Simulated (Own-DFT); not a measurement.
# One host, several defects: C11b WSi2

No measurement is shown. These are fixed-geometry runs of a retired plane-wave code named Own-DFT, which no person has reviewed; spin and spin-orbit coupling are neglected.

Common settings: PBE; PseudoDojo norm-conserving scalar-relativistic files; cutoff 50 hartree; 5 x 5 x 5 k mesh centred on Gamma; cold (Marzari-Vanderbilt) smearing of 0.2 eV.

Keep in mind: forces on such cells failed a check on a denser k mesh; stress not checked against mesh or cutoff.

All runs share one cell, with vectors in Å (-2.148, -5.953, 3.409); (-6.444, 2.976, 1.136); (-2.553, -2.948, -6.757) and a volume of 403.2 Å³. u is the rms random offset of the atoms per axis. The defect's site can differ from row to row.

```
              cell  formula   u (Å)  P (GPa)
         no defect  Si20W10  0.0182     4.47
         no defect  Si20W10  0.0195     4.45
         no defect  Si20W10  0.0443     5.44
one W on a Si site  Si19W11  0.0284     9.91
one W on a Si site  Si19W11  0.0301     9.81
one W on a Si site  Si19W11  0.0517    11.00
one W on a Si site  Si19W11  0.0550        ?
    one Si vacancy  Si19W10  0.0278     3.07
    one Si vacancy  Si19W10  0.0302     3.44
    one Si vacancy  Si19W10  0.0464     4.15
one Si on a W site   Si21W9  0.0294     5.98
one Si on a W site   Si21W9  0.0309     6.11
one Si on a W site   Si21W9  0.0521     7.30
```

## Analysis

P = P0 + c u² + a shift for each defect gives P0 = 4.20 GPa, c = 655 ± 36 GPa/Å² and a scatter of 0.10 GPa. The shifts, and each times the cell's volume:

- one W on a Si site: 5.08 ± 0.08 GPa, 12.8 eV
- one Si on a W site: 1.27 ± 0.08 GPa, 3.2 eV
- one Si vacancy: -1.48 ± 0.08 GPa, -3.7 eV

Against the defect-free cell, a freed cell would be larger where the shift is positive and smaller where it is negative (160.2 GPa Å³ is 1 eV). The atoms around the defects weren't relaxed, which would change these numbers.

## Test on the hidden row

Asked: what pressure belongs in the blank (one W on a Si site, u = 0.0550 Å)?

The fitted form gives 11.27 ± 0.13 GPa. The calculation gave 11.50 GPa.
